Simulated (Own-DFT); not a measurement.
# From a pressure shift to a lattice shift: zincblende InGaAs with randomly placed atoms, 64 atoms (As32Ga24In8)

Source: density functional calculations with Own-DFT, an unreviewed in-house program that is no longer used. Nothing was measured or relaxed, and spin and spin-orbit coupling are left out.

Caveats: forces on such cells passed a denser k mesh, each cell not checked; stress not checked against mesh or cutoff.

Each geometry was run with PBE and with PBEsol, otherwise alike: PseudoDojo norm-conserving scalar-relativistic files made for PBE; cutoff 42 hartree; 3 x 3 x 3 k mesh centred on Gamma; Fermi-Dirac smearing of 0.1 eV. Unstrained cell vectors in Å: (11.509, 0.000, 0.000); (0.000, 11.509, 0.000); (0.000, 0.000, 11.509). Each has a uniform strain, of which the change of volume is shown, and random moves of rms u per axis. The random placing of the alloy's atoms differs from row to row.

```
run,volume change (%),u (Å),P with PBE (GPa),P with PBEsol (GPa)
1,-3.00,0.0471,7.34,4.15
2,-0.29,0.0525,5.35,2.31
3,-2.45,0.0485,6.62,3.46
4,-0.58,0.0486,5.21,2.16
5,4.49,0.0520,1.57,-1.20
6,3.72,0.0495,2.41,-0.41
7,-3.41,0.0509,7.93,4.70
8,-1.89,0.0465,6.27,3.15
9,1.63,0.0479,3.57,?
```

The question: by how much does PBEsol shrink this cell, and what belongs in the blank?

## Working it out

Write v for the change of volume as a fraction. Fitted to v and u², the PBE pressure has a slope of -77 ± 3 GPa in v, with the ions held to the strained lattice. The difference PBEsol less PBE is -3.02 + 5.6 v GPa (slope ± 0.1) and averages -3.05 GPa. Divided by the mean slope of the two, 74 GPa, that makes PBEsol's volume at a given pressure, near 4 GPa, about 4.1 % smaller, or 1.37 % in lengths. At one volume PBEsol's slope is the smaller by 6 GPa, but its pressure there is lower too. If stiffness rises by about 4 GPa for each GPa, PBEsol at equal pressure is stiffer by about 7 GPa. Files made for PBEsol would give a different shift.

For run 9 the line gives 0.64 GPa. The run itself gave 0.65 GPa.
